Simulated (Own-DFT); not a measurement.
# One host, several defects: zincblende GaAs

Source: density functional calculations with Own-DFT, an unreviewed in-house program that is no longer used. Nothing was measured or relaxed, and spin and spin-orbit coupling are left out.

Method: PBE; PseudoDojo norm-conserving scalar-relativistic files; cutoff 42 hartree; 3 x 3 x 3 k mesh centred on Gamma; Fermi-Dirac smearing of 0.1 eV.

Limits (not all hold for every row): not probed for a lower state with spin; forces not confirmed at this smearing and k mesh; stress not checked against mesh or cutoff.

All runs share one cell, with vectors in Å (10.862, 0.000, 0.000); (0.000, 10.862, 0.000); (0.000, 0.000, 11.796) and a volume of 1391.7 Å³, strained against the parent crystal. u is the rms random offset of the atoms per axis. The defect's site can differ from row to row.

```
cell,formula,u (Å),P (GPa)
no defect,As32Ga32,0.0297,6.64
no defect,As32Ga32,0.0466,6.97
no defect,As32Ga32,0.0488,7.04
one Al on a Ga site,AlAs32Ga31,0.0297,6.66
one Al on a Ga site,AlAs32Ga31,0.0474,6.94
one Al on a Ga site,AlAs32Ga31,0.0521,7.01
one P on an As site,As31Ga32P,0.0294,6.37
one P on an As site,As31Ga32P,0.0318,6.43
one P on an As site,As31Ga32P,0.0439,6.55
one As vacancy and one Ga vacancy,As31Ga31,0.0290,6.00
one As vacancy and one Ga vacancy,As31Ga31,0.0324,6.09
one As vacancy and one Ga vacancy,As31Ga31,0.0515,?
one As vacancy and one Ga vacancy,As31Ga31,0.0542,6.43
one In on a Ga site,As32Ga31In,0.0280,7.36
one In on a Ga site,As32Ga31In,0.0296,7.44
one In on a Ga site,As32Ga31In,0.0321,7.51
```

## Working it out

P = P0 + c u² + a shift for each defect gives P0 = 6.51 GPa, c = 206 ± 15 GPa/Å² and a scatter of 0.04 GPa. The shifts, and each times the cell's volume:

- one In on a Ga site: 0.74 ± 0.03 GPa, 6.5 eV
- one Al on a Ga site: -0.04 ± 0.03 GPa, -0.4 eV (not resolved)
- one P on an As site: -0.32 ± 0.03 GPa, -2.8 eV
- one As vacancy and one Ga vacancy: -0.67 ± 0.03 GPa, -5.8 eV

Against the defect-free cell, a freed cell would be larger where the shift is positive and smaller where it is negative (160.2 GPa Å³ is 1 eV). The atoms around the defects weren't relaxed, which would change these numbers.

## The run left out

The question: what pressure belongs in the blank (one As vacancy and one Ga vacancy, u = 0.0515 Å)?

The fit gives 6.39 ± 0.05 GPa. The calculation gave 6.50 GPa.
